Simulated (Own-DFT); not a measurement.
## Calculated data, Si12O23 (quartz with two neutral oxygen vacancies, atoms displaced)

Computed with Own-DFT development build. A calculation, not a measurement: plane-wave PBE and HSE06 DFT by an unreviewed code, no spin, of a simulated cell at Gamma alone, so results move with cell size and shape, stress positive in tension, energies less offsets, not probed for a lower state with spin; oxygen file: force components 24 meV/angstrom off all-electron in a glass; k mesh not checked against a denser one; forces and stress are PBE's, HSE06 gives the energy alone, and its difference from PBE has offsets of its own; offsets are fitted by least squares, one for each functional and potential file, so energies compare only between cells with the same atoms and settings and are not formation energies; the far tail of each file's local potential was reset to the Coulomb form; each entry is a single point on an unrelaxed cell, so the pressure reflects the starting lattice, mostly measured values (interpolated for alloys), from which strain is counted, and rises with the displacements; printed positions are rounded, which can move forces by about a meV/angstrom; the program, named Own-DFT, is a retired in-house code; no spin-orbit coupling.

Common to all runs: first functional PBE; second functional HSE06; exact exchange share 0.25; screening 0.11 1/bohr; exchange divergence Gygi-Baldereschi; potential files PseudoDojo norm-conserving, scalar-relativistic, made for PBE, standard set; wave cutoff 48 hartree; occupations fixed; k mesh 1 x 1 x 1 centred on Gamma.

(1) Si12O23 (quartz with two neutral oxygen vacancies, atoms displaced)

```
Si12O23
1.0
      9.8268     0.0000     0.0000
     -4.9134     8.5103     0.0000
      0.0000     0.0000    10.8104
Si O Si O Si O Si O Si O Si O Si O Si O
3 6 3 6 3 6 3 5 3 6 3 6 3 6 3 5
Direct
  0.22103 0.99833 0.00413
  0.00673 0.23736 0.33860
  0.26244 0.26866 0.16358
  0.20723 0.13552 0.06514
  0.42719 0.29576 0.23128
  0.36308 0.06605 0.38225
  0.06248 0.36090 0.43769
  0.13738 0.20678 0.27692
  0.28977 0.42687 0.11435
  0.23290 0.00699 0.50431
  0.00364 0.25531 0.82994
  0.26892 0.27145 0.67100
  0.21547 0.13922 0.56884
  0.42873 0.28200 0.72714
  0.37308 0.06449 0.89551
  0.07252 0.36886 0.94005
  0.13532 0.20829 0.77882
  0.29303 0.42570 0.60520
  0.23903 0.50881 0.00591
  0.99644 0.73336 0.33473
  0.26007 0.77091 0.16488
  0.20521 0.64207 0.06087
  0.42113 0.79074 0.23482
  0.37308 0.58360 0.39176
  0.06754 0.87174 0.44149
  0.13493 0.70410 0.26266
  0.28450 0.92231 0.11418
  0.22900 0.49943 0.50331
  0.99717 0.73634 0.83482
  0.26603 0.75867 0.66112
  0.21022 0.63910 0.55617
  0.42740 0.79647 0.73746
  0.08083 0.87845 0.93791
  0.14003 0.70459 0.77930
  0.29074 0.92365 0.61272
  0.74036 0.00035 0.00282
  0.50823 0.23769 0.32991
  0.76833 0.26839 0.16454
  0.71427 0.13473 0.06361
  0.93447 0.29615 0.22375
  0.86714 0.07915 0.40189
  0.57544 0.37284 0.43308
  0.63266 0.20843 0.25996
  0.80006 0.43461 0.10474
  0.74370 0.00694 0.50191
  0.49733 0.24119 0.82906
  0.75708 0.24868 0.66836
  0.70438 0.12654 0.56794
  0.92286 0.28695 0.72328
  0.86750 0.07375 0.89694
  0.56786 0.36860 0.94404
  0.62853 0.19972 0.77374
  0.79091 0.42915 0.60713
  0.73590 0.51286 0.99740
  0.50323 0.74161 0.33149
  0.76727 0.76639 0.17433
  0.69935 0.63369 0.06840
  0.92940 0.80115 0.21943
  0.86765 0.56393 0.39076
  0.57015 0.86086 0.43514
  0.62893 0.70785 0.27634
  0.79227 0.92889 0.10311
  0.73805 0.50997 0.49780
  0.49777 0.72652 0.82161
  0.76693 0.76492 0.67282
  0.71067 0.63984 0.55719
  0.92374 0.79276 0.73596
  0.86813 0.57148 0.89234
  0.63539 0.69757 0.77622
  0.80397 0.92547 0.60679
```

| Item | Value |
| --- | --- |
| PBE energy of cell above offsets | -14.762 eV |
| HSE06 less PBE above offsets | 0.258 eV |
| PBE pressure | 9.21 GPa |
| PBE stress xx | -7.71 GPa |
| PBE stress yy | -8.5 GPa |
| PBE stress zz | -11.44 GPa |
| PBE stress yz | -2.38 GPa |
| PBE stress xz | -1 GPa |
| PBE stress xy | 2.51 GPa |

Force:
```csv
element,x (eV/Å),y (eV/Å),z (eV/Å)
Si,7.729,3.72,0.989
Si,-1.298,-2.627,-5.375
Si,3.01,-0.972,3.967
O,-1.048,-0.352,-1.152
O,-1.613,0.327,-1.72
O,-0.675,0.305,2.191
O,1.16,5.146,5.003
O,-0.307,-0.445,0.571
O,-1.241,2.764,-1.316
Si,3.412,-2.029,-2.27
Si,2.807,-6.243,2.834
Si,0.185,-1.098,1.811
O,-1.103,0.043,-0.805
O,-5.979,3.026,-6.462
O,-1.754,1.268,0.884
O,0.169,2.793,2.343
O,-0.234,0.952,-0.441
O,-0.33,1.175,0.136
Si,0.678,0.678,-2.56
Si,1.945,0.806,-1.902
Si,5.995,-1.445,0.863
O,0.434,-1.815,-1.74
O,-2.649,1.201,-3.404
O,-2.334,-3.982,2.978
O,0.078,-0.541,-0.174
O,-6.006,-1.805,5.884
O,-2.732,5.579,-3.067
Si,2.146,-0.085,-4.405
Si,4.473,-0.22,1.117
Si,-1.407,3.284,5.106
O,-0.544,-2.132,-1.807
O,-3.447,1.357,-4.89
O,-4.033,-5.255,-2.971
O,-1.339,0.052,-0.462
O,-0.913,1.203,-1.533
Si,-4.051,-0.741,-4.046
Si,-2.238,-1.228,0.133
Si,2.07,1.945,-1.405
O,-0.687,-0.191,-0.821
O,0.08,-0.387,0.872
O,2.382,1.287,-2.986
O,0.468,0.642,1.137
O,-0.607,-0.973,2.242
O,-0.462,0.286,-0.505
Si,-2.249,-5.621,1.366
Si,5.782,-4.594,8.392
Si,-2.615,6.124,1.631
O,-0.47,-2.477,-2.967
O,-1.19,1.393,-2.49
O,1.828,3.005,-2.727
O,0.226,0.611,-0.762
O,-0.258,0.284,0.54
O,0.611,-1.782,0.563
Si,0.296,-3.113,1.85
Si,-1.191,-2.09,-0.553
Si,-4.132,0.847,-2.165
O,0.094,-0.168,-0.881
O,3.724,-0.132,2.788
O,0.554,1.494,-0.949
O,1.917,5.828,5.205
O,3.427,-0.22,-1.303
O,3.369,-3.034,4.598
Si,0.561,-3.524,0.76
Si,1.544,-0.678,8.516
Si,-0.03,-0.035,-2.174
O,-0.701,1.12,0.687
O,-0.42,1.076,-1.713
O,-0.138,0.396,-0.153
O,0.391,-1.131,-0.425
O,-1.121,1.148,-0.474
```

(2) Si12O23 (quartz with two neutral oxygen vacancies, atoms displaced)

```
Si12O23
1.0
      9.8268     0.0000     0.0000
     -4.9134     8.5103     0.0000
      0.0000     0.0000    10.8104
Si O Si O Si O Si O Si O Si O Si O Si O
3 6 3 6 3 6 3 6 3 6 3 5 3 6 3 5
Direct
  0.23562 0.98946 0.00228
  0.00288 0.23202 0.33885
  0.25675 0.25611 0.17227
  0.20164 0.12876 0.05735
  0.42977 0.29203 0.22832
  0.36657 0.07137 0.39284
  0.06907 0.36570 0.43122
  0.13605 0.21082 0.27780
  0.28740 0.42755 0.11036
  0.23286 0.99891 0.49719
  0.00064 0.23837 0.83031
  0.26705 0.26433 0.65742
  0.19789 0.13235 0.55642
  0.42524 0.29375 0.72105
  0.36939 0.07567 0.88440
  0.07774 0.37469 0.93886
  0.13448 0.20715 0.77244
  0.28350 0.42221 0.60396
  0.23436 0.50241 0.00946
  0.99787 0.73634 0.33508
  0.25586 0.76088 0.17123
  0.20755 0.62672 0.05055
  0.42707 0.80149 0.21628
  0.37285 0.57886 0.39211
  0.06769 0.86405 0.44055
  0.13789 0.70618 0.26888
  0.28846 0.92064 0.10934
  0.23592 0.50721 0.49303
  0.99928 0.73887 0.83607
  0.27318 0.76752 0.66330
  0.20330 0.63006 0.55951
  0.43236 0.80273 0.72178
  0.36560 0.57320 0.89833
  0.08148 0.86996 0.93971
  0.13723 0.71826 0.76869
  0.29854 0.92718 0.60655
  0.73314 0.99046 0.99763
  0.51431 0.24526 0.33033
  0.76891 0.26793 0.16356
  0.70234 0.12963 0.05980
  0.93372 0.28974 0.23116
  0.88158 0.08055 0.38062
  0.56195 0.36872 0.44079
  0.64332 0.21556 0.28426
  0.79225 0.43045 0.10707
  0.73198 0.99965 0.50484
  0.50503 0.23260 0.83459
  0.76591 0.27476 0.66763
  0.70888 0.14168 0.56534
  0.92711 0.29932 0.71564
  0.86635 0.07221 0.89346
  0.62945 0.20131 0.77326
  0.78862 0.42622 0.61636
  0.73625 0.50444 0.00649
  0.49044 0.73228 0.33209
  0.77751 0.76786 0.17800
  0.70567 0.62824 0.05954
  0.93419 0.80399 0.22238
  0.87228 0.57657 0.39515
  0.57211 0.85606 0.43966
  0.63760 0.71958 0.27355
  0.79501 0.92851 0.10816
  0.73879 0.49944 0.50753
  0.48846 0.73101 0.83599
  0.77223 0.76426 0.67317
  0.70061 0.63343 0.55708
  0.92655 0.79855 0.72751
  0.57581 0.87188 0.94429
  0.63008 0.70788 0.77920
  0.79496 0.93444 0.60547
```

| Property | Result |
| --- | --- |
| PBE energy of cell above offsets | -14.906 eV |
| HSE06 less PBE above offsets | 0.299 eV |
| PBE pressure | 8.81 GPa |
| PBE stress xx | -10.29 GPa |
| PBE stress yy | -9.84 GPa |
| PBE stress zz | -6.28 GPa |
| PBE stress yz | 0.43 GPa |
| PBE stress xz | -0.84 GPa |
| PBE stress xy | 0.77 GPa |

Force:
```csv
element,x (eV/Å),y (eV/Å),z (eV/Å)
Si,0.004,5.22,-1.551
Si,0.911,4.503,-4.717
Si,2.134,1.826,-2.967
O,0.753,-0.011,0.783
O,-1.708,0.251,-1.861
O,0.664,1.139,-0.979
O,1.087,5.039,4.088
O,1.423,-1.008,0.649
O,2.373,-2.421,2.739
Si,0.995,0.949,1.151
Si,0.036,0.405,0.167
Si,-1.422,0.268,3.107
O,0.596,-2.089,-1.73
O,2.065,-0.004,1.081
O,-1.642,-3.472,3.007
O,-0.893,-1.682,-1.086
O,0.182,0.122,-0.678
O,-0.54,1.759,-1.424
Si,3.586,-5.49,-5.163
Si,1.763,0.235,-1.601
Si,5.459,0.403,-7.116
O,-6.181,8.449,5.323
O,1.643,-0.983,2.089
O,-1.307,-3.554,0.859
O,0.056,0.563,0.552
O,-6.487,-2.421,6.294
O,0.509,0.487,0.509
Si,0.122,-3.897,1.077
Si,0.22,-3.483,0.857
Si,-2.834,-0.529,0.4
O,-0.747,1.026,-0.025
O,2.154,-0.35,1.495
O,0.004,-0.67,-0.049
O,-1.724,-0.828,-0.243
O,0.253,-0.435,0.042
O,-1.241,1.49,-1.698
Si,1.202,3.997,2.233
Si,-4.163,-2.452,2.634
Si,2.271,-1.541,1.637
O,0.118,0.47,0.292
O,-3.33,1.024,-3.158
O,-5.181,-10.2,6.331
O,2.131,2.171,1.755
O,3.897,-0.148,-2.43
O,2.066,-1.077,2.443
Si,-0.581,1.84,-3.54
Si,-2.195,4.523,0.347
Si,1.128,-5.032,2.657
O,0.408,-2.253,-2.662
O,2.599,0.011,2.382
O,0.516,0.988,-1.08
O,2.555,-0.122,-1.202
O,-1.52,4.665,-1.808
Si,1.216,-2.548,-7.305
Si,2.079,4.093,-3.98
Si,-8.043,-0.367,-5.634
O,-2.916,4.646,3.819
O,6.386,0.335,3.01
O,-0.837,-1.83,0.903
O,-0.017,2.623,1.733
O,0.009,-0.985,0.544
O,1.402,-1.39,0.975
Si,-3.048,0.093,-2.534
Si,1.965,2.142,-0.071
Si,-7.026,-0.041,-2.591
O,0.862,0.689,1.142
O,3.558,1.202,1.007
O,-3.186,-4.118,-2.778
O,1.03,0.32,-1.064
O,2.377,-2.534,2.609
```

(3) Si12O23 (quartz with two neutral oxygen vacancies, atoms displaced)

```
Si12O23
1.0
      9.8268     0.0000     0.0000
     -4.9134     8.5103     0.0000
      0.0000     0.0000    10.8104
Si O Si O Si O Si O Si O Si O Si O Si O
3 6 3 5 3 5 3 6 3 6 3 6 3 6 3 6
Direct
  0.23439 0.99300 0.99616
  0.99804 0.23909 0.33665
  0.25395 0.25544 0.17076
  0.21255 0.14172 0.06289
  0.42732 0.29319 0.22419
  0.36234 0.07675 0.39808
  0.07870 0.37421 0.43803
  0.12424 0.20169 0.27287
  0.28937 0.42027 0.09771
  0.23851 0.99482 0.49759
  0.00321 0.23680 0.82596
  0.26293 0.26121 0.66902
  0.19596 0.12616 0.55122
  0.42947 0.29611 0.72110
  0.36814 0.07812 0.89054
  0.14458 0.21181 0.78153
  0.29249 0.43883 0.60406
  0.23599 0.49807 0.99936
  0.99967 0.74296 0.33568
  0.26039 0.76263 0.16000
  0.43061 0.79397 0.22907
  0.37269 0.57766 0.38840
  0.07941 0.87472 0.43917
  0.12787 0.69941 0.28110
  0.28951 0.92483 0.10579
  0.22512 0.48911 0.49968
  0.99596 0.73317 0.83223
  0.26207 0.76027 0.66607
  0.20424 0.62871 0.55698
  0.42940 0.79245 0.72143
  0.37494 0.57567 0.89801
  0.07067 0.87315 0.93771
  0.13074 0.71448 0.76679
  0.28791 0.92734 0.61339
  0.74334 0.00768 0.99709
  0.50687 0.22640 0.33729
  0.76547 0.25428 0.16899
  0.70448 0.13242 0.06053
  0.93385 0.29877 0.22561
  0.86057 0.05953 0.38982
  0.57930 0.36694 0.43249
  0.62695 0.20812 0.27503
  0.80312 0.44107 0.10589
  0.74835 0.00937 0.50461
  0.50093 0.24036 0.83129
  0.76529 0.26476 0.67380
  0.70116 0.13457 0.55426
  0.92946 0.29740 0.73199
  0.86347 0.07292 0.89008
  0.58323 0.37609 0.94264
  0.63011 0.21133 0.77104
  0.79816 0.43236 0.60486
  0.73398 0.49468 0.99512
  0.50302 0.73853 0.33126
  0.76825 0.77278 0.16888
  0.70465 0.62903 0.05302
  0.91791 0.79518 0.22212
  0.85827 0.56774 0.39207
  0.57939 0.87705 0.44455
  0.63133 0.70059 0.26630
  0.79598 0.92880 0.10729
  0.73661 0.49742 0.49887
  0.49591 0.73422 0.82941
  0.76976 0.77131 0.66746
  0.70807 0.63263 0.55696
  0.92369 0.78204 0.72542
  0.86382 0.57621 0.88920
  0.58984 0.87381 0.94305
  0.63745 0.71255 0.76805
  0.79763 0.92765 0.60275
```

| Property | Result |
| --- | --- |
| PBE energy of cell above offsets | -15.620 eV |
| HSE06 less PBE above offsets | 0.278 eV |
| PBE pressure | 9.04 GPa |
| PBE stress xx | -13.21 GPa |
| PBE stress yy | -4.66 GPa |
| PBE stress zz | -9.26 GPa |
| PBE stress yz | 2.66 GPa |
| PBE stress xz | -0.77 GPa |
| PBE stress xy | -2.32 GPa |

Force:
```csv
element,x (eV/Å),y (eV/Å),z (eV/Å)
Si,-1.873,3.905,0.848
Si,0.815,-2.857,-0.334
Si,3.108,4.04,0.773
O,1.23,-4.93,-4.051
O,0.117,-1.123,1.387
O,2.591,0.398,-2.357
O,-4.283,-4.874,-2.466
O,-0.978,-0.34,1.496
O,1.187,-1.523,2.672
Si,-1.561,1.187,3.668
Si,1.944,0.531,5.861
Si,0.025,0.991,-4.39
O,-0.229,2.199,2.512
O,0.242,0.346,0.055
O,0.024,-0.519,0.201
O,-0.252,-0.952,-0.147
O,3.686,-4.66,4.738
Si,-3.592,0.464,-1.017
Si,-0.952,-2.869,-1.439
Si,2.207,-3.778,1.867
O,-3.336,1.295,-2.799
O,-1.812,-2.442,2.133
O,-1.959,-2.07,-0.902
O,0.71,1.045,-1.647
O,0.278,0.806,0.165
Si,3.727,8.246,-1.865
Si,0.755,0.779,1.275
Si,0.451,0.442,-1.869
O,-1.008,1.139,0.721
O,-1.12,0.377,-0.358
O,0.222,0.282,-0.874
O,-0.394,-1.226,-0.729
O,0.64,-1.094,1.421
O,0.834,-0.255,-0.066
Si,0.423,-1.427,3.098
Si,-9.487,2.867,0.533
Si,-2.69,4.88,-0.061
O,-0.168,-0.248,-0.625
O,-0.851,-0.125,-0.102
O,1.849,3.685,-1.885
O,-0.444,0.086,1.6
O,9.129,-1.506,-4.697
O,2.203,-3.948,2.05
Si,-3.8,-2.141,-1.75
Si,-1.039,1.137,1.96
Si,-0.738,1.395,-4.338
O,0.492,1.943,2.258
O,-1.9,0.88,-2.736
O,2.277,2.22,-2.576
O,-4.695,-7.066,-4.729
O,0.951,-0.837,0.629
O,1.867,-2.382,2.534
Si,2.481,6.033,4.227
Si,1.964,0.511,2.52
Si,-3.399,-4.295,-4.685
O,-0.51,2.455,1.589
O,6.917,0.766,3.87
O,2.352,3.108,-2.505
O,0.051,-1.291,-1.127
O,-1.471,0.055,1.673
O,-0.714,2.544,-1.008
Si,-2.311,0.648,0.382
Si,3.082,1.611,2.166
Si,0.641,-2.749,-2.198
O,-0.449,1.199,1.015
O,-1.137,1.694,-1.634
O,0.943,-1.109,-0.427
O,-2.963,-3.778,-3.037
O,-1.817,-0.469,1.592
O,1.517,0.692,1.944
```

(4) Si12O23 (quartz with two neutral oxygen vacancies, atoms displaced)

```
Si12O23
1.0
      9.8268     0.0000     0.0000
     -4.9134     8.5103     0.0000
      0.0000     0.0000    10.8104
Si O Si O Si O Si O Si O Si O Si O Si O
3 6 3 4 3 6 3 6 3 6 3 6 3 6 3 6
Direct
  0.23428 0.99781 0.00107
  0.99843 0.23177 0.34034
  0.26948 0.26941 0.17219
  0.21227 0.13716 0.06354
  0.43434 0.29111 0.23297
  0.36314 0.06694 0.40310
  0.07196 0.36310 0.44272
  0.13685 0.20022 0.27296
  0.29403 0.42567 0.11057
  0.22735 0.99517 0.49359
  0.99772 0.24036 0.83240
  0.27344 0.26852 0.66467
  0.42513 0.30192 0.72704
  0.36757 0.07272 0.88449
  0.07836 0.37093 0.94635
  0.12939 0.20329 0.77338
  0.22453 0.50130 0.00810
  0.99494 0.72759 0.33000
  0.26328 0.75977 0.16732
  0.20556 0.63286 0.06404
  0.42437 0.79859 0.22768
  0.36567 0.57605 0.38470
  0.07689 0.86421 0.43715
  0.14310 0.71511 0.28219
  0.28950 0.93080 0.10695
  0.22017 0.48791 0.49853
  0.99979 0.72556 0.83057
  0.25750 0.75460 0.67264
  0.19811 0.62503 0.56351
  0.42999 0.80077 0.72285
  0.35326 0.56311 0.89094
  0.06751 0.86361 0.93988
  0.13374 0.71737 0.76492
  0.29855 0.92823 0.60112
  0.72909 0.99646 0.00356
  0.48761 0.22472 0.33940
  0.77240 0.26450 0.17190
  0.70089 0.13481 0.05958
  0.92978 0.28645 0.22082
  0.86319 0.07767 0.39361
  0.57717 0.36835 0.44352
  0.62702 0.19573 0.27799
  0.80295 0.43807 0.11393
  0.73192 0.99920 0.50376
  0.50380 0.23598 0.83619
  0.76475 0.27157 0.66521
  0.70711 0.13621 0.56565
  0.90989 0.28387 0.72587
  0.87291 0.07027 0.88786
  0.57417 0.37142 0.93789
  0.62218 0.20496 0.77068
  0.79789 0.43067 0.60168
  0.73359 0.49481 0.00384
  0.49526 0.73429 0.33536
  0.76887 0.76221 0.16791
  0.70981 0.62930 0.06070
  0.92890 0.79990 0.22750
  0.86230 0.57589 0.38912
  0.57323 0.86224 0.43932
  0.63194 0.70630 0.26673
  0.79186 0.92159 0.11477
  0.73448 0.50365 0.50365
  0.50908 0.74222 0.82474
  0.75919 0.75798 0.66358
  0.70424 0.64047 0.56021
  0.92739 0.77923 0.72414
  0.88367 0.58275 0.89230
  0.58092 0.86660 0.93616
  0.63058 0.70963 0.77003
  0.79294 0.92366 0.60425
```

| Quantity | Value |
| --- | --- |
| PBE energy of cell above offsets | -16.052 eV |
| HSE06 less PBE above offsets | 0.150 eV |
| PBE pressure | 9.14 GPa |
| PBE stress xx | -10.2 GPa |
| PBE stress yy | -9.4 GPa |
| PBE stress zz | -7.84 GPa |
| PBE stress yz | -1.71 GPa |
| PBE stress xz | -1.01 GPa |
| PBE stress xy | -2.98 GPa |

Force:
```csv
element,x (eV/Å),y (eV/Å),z (eV/Å)
Si,-1.951,1.429,-2.91
Si,2.165,0.063,-4.069
Si,1.855,-0.919,-1.319
O,0.298,-0.199,-0.53
O,-3.014,1.055,-2.547
O,2.684,1.608,-3.61
O,-3.889,-3.179,-2.101
O,-2.992,-0.165,2.892
O,-0.922,1.724,-0.375
Si,-0.831,1.922,7.357
Si,1.714,-0.745,0.754
Si,-5.176,-1.81,-3.798
O,4.598,0.952,2.749
O,-1.239,-1.57,2.044
O,-3.364,-3.694,-2.416
O,0.091,1.025,-0.747
Si,6.546,-0.574,-1.707
Si,0.787,3.197,-0.016
Si,-1.613,3.798,1.068
O,-2.303,1.184,0.148
O,1.479,0.306,0.219
O,-2.402,-3.963,2.521
O,-2.902,-3.083,-1.68
O,-0.125,-1.022,-0.605
O,2.445,-2.734,2.35
Si,6.72,4.625,3.608
Si,-0.739,7.356,0.078
Si,3.343,4.866,-6.392
O,-0.156,-0.705,-0.369
O,0.403,-0.248,0.288
O,0.788,2.896,-0.62
O,0.87,0.424,-0.101
O,-0.54,-2.32,3.492
O,0.338,-1.997,1.03
Si,3.658,1.946,0.156
Si,4.129,1.326,1.395
Si,-4.737,-0.216,-0.513
O,0.488,-0.168,-0.196
O,2.634,0.538,1.782
O,-0.735,-2.042,1.125
O,-0.877,-1.226,-0.442
O,0.847,0.738,-0.514
O,1.018,-2.01,0.71
Si,-0.706,0.305,-0.559
Si,-4.3,0.567,-0.784
Si,-3.39,-1.586,0.36
O,0.083,-1.546,-1.725
O,3.74,1.472,2.056
O,-1.977,-0.77,2.3
O,0.18,0.229,0.657
O,4.223,0.371,-2.369
O,0.638,0.688,1.136
Si,1.943,1.637,-1.515
Si,2.173,1.344,-3.189
Si,-1.488,-0.856,-0.731
O,-0.681,0.815,0.012
O,2.082,-0.055,0.601
O,-0.889,-2.216,1.468
O,0.078,1.563,1.482
O,-1.62,-0.587,1.771
O,-1.685,2.635,-2.36
Si,-0.816,0.505,-2.17
Si,-5.629,-2.653,3.538
Si,2.639,4.41,3.639
O,0.561,-4.22,-3.856
O,-3.507,0.479,-2.309
O,-3.671,-8.69,5.071
O,-1.417,-1.016,-0.265
O,3.611,-1.294,-1.165
O,0.437,0.078,0.716
```
